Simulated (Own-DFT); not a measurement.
# Response to strain: C40 NbSi2, 36 atoms (Nb12Si24)

All numbers below are calculated, not measured. They come from Own-DFT, an in-house plane-wave density functional program, since retired, whose code no person has reviewed. Each row is one single-point run on a periodic cell that was not relaxed, without spin or spin-orbit coupling.

Settings of every run: PBE; PseudoDojo norm-conserving scalar-relativistic files; cutoff 42 hartree; 4 x 4 x 5 k mesh centred on Gamma; cold (Marzari-Vanderbilt) smearing of 0.2 eV.

Known limits: forces on such cells failed a check on a denser k mesh; stress not checked against mesh or cutoff.

Unstrained cell vectors in Å: (0.000, 8.324, 0.000); (-9.613, 0.000, 0.000); (0.000, 0.000, 6.586). The unstrained cell was taken from the Materials Project. The random moves and any unrelaxed bonds add to the pressure at no strain. Each run strains this cell uniformly, with the atoms carried along. Every atom was also moved at random, by a Gaussian of width 0.05 Å on each axis. Strain is the symmetric tensor, in per cent. Stress is positive in tension, and the pressure is minus a third of its trace.

```
run,e_xx (%),e_yy (%),e_zz (%),e_yz (%),e_xz (%),e_xy (%),s_xx (GPa),s_yy (GPa),s_zz (GPa),s_yz (GPa),s_xz (GPa),s_xy (GPa),P (GPa),E (meV/atom)
1,-1.12,1.93,1.41,-1.00,1.62,0.45,-3.99,3.94,2.28,-2.71,4.75,1.16,-0.75,31.8
2,0.04,0.39,-0.05,1.23,1.42,1.91,-2.09,-1.29,-4.30,3.20,4.86,5.02,2.56,23.5
3,1.94,-0.17,-1.25,-1.18,-1.41,-1.36,2.36,-2.55,-8.14,-5.08,-3.71,-3.39,2.77,26.9
4,0.55,-0.13,0.47,0.48,-0.37,-0.32,-0.19,-1.75,-0.85,1.91,-0.71,-1.14,0.93,0.0
5,-0.97,1.88,-0.70,1.38,-0.79,1.15,-6.06,3.46,-7.03,4.80,-2.68,4.14,3.21,27.2
6,1.85,-0.39,0.96,1.83,-0.06,-0.38,4.74,-1.52,1.62,5.39,-0.49,-0.88,-1.61,5.0
7,-1.10,1.85,0.32,0.63,-0.65,-1.60,-5.30,3.19,-1.67,1.69,-2.69,-4.06,1.26,20.1
8,1.56,0.12,-0.90,-1.10,1.53,-1.19,2.55,-1.61,-6.37,-3.75,3.75,-3.02,1.81,14.7
9,0.10,1.30,1.19,0.35,-0.34,0.60,-0.81,3.56,1.94,1.33,-1.19,1.52,-1.56,16.9
10,-0.63,0.41,0.66,1.11,1.78,1.08,-4.64,-0.73,-1.31,3.62,5.71,3.30,2.23,25.6
11,1.66,-1.62,0.47,-0.27,0.80,1.59,2.13,-6.18,-1.36,-0.86,3.20,4.57,1.80,12.4
12,-0.39,-0.82,0.35,1.21,1.29,0.44,-3.74,-5.61,-3.41,4.00,3.40,1.34,4.26,14.5
13,1.01,-1.93,-1.24,1.60,0.85,1.33,-1.02,-10.46,-11.41,5.17,2.95,3.96,7.63,38.1
14,-0.53,1.18,-1.82,1.85,1.29,0.55,-4.96,0.30,-12.50,6.03,3.83,1.73,5.72,26.3
15,1.53,-1.85,1.31,1.99,0.26,0.76,2.80,-7.64,1.04,6.01,0.68,1.96,1.27,26.8
16,0.17,1.33,-0.70,1.15,0.81,-0.46,?,?,?,?,?,?,?,?
```

E is the free energy for each atom above the lowest run shown.

## Worked fit

Each stress component was fitted by least squares to a constant and the strains of the runs shown, as fractions, with shears doubled. Shear strains stay in the fit of a normal stress only where such slopes are resolved. The slopes, in GPa:

```
stress  at no strain  per e_xx  per e_yy  per e_zz  scatter
  s_xx          -2.6  343 ± 15   50 ± 13   82 ± 11     0.44
  s_yy          -2.6   93 ± 17  378 ± 15   74 ± 13     0.48
  s_zz          -4.3  105 ± 19   92 ± 16  462 ± 14     0.54
```

Each shear stress against twice its own strain: yz 158 ± 7, xz 142 ± 7, xy 139 ± 5 GPa. These are stiffnesses along x, y and z of the frame in which the cell vectors are given, which need not be the crystal's axes. The atoms are held to the strained lattice; where symmetry lets them move under strain, relaxing them would lower some slopes. The table should be nearly symmetric about its diagonal, and what it lacks of that shows the noise. A ninth of its sum, 186 ± 7 GPa, estimates the bulk modulus near the mean pressure of these runs, 2.1 GPa, so it lies above the value at zero pressure.

## Withheld run

Question: what normal stresses and pressure should run 16 give?

The fit gives s_xx = -1.9, s_yy = 2.1, s_zz = -6.2 and P = 2.0 GPa. The calculation gave -1.37, 1.96, -6.09 and P = 1.83 GPa.
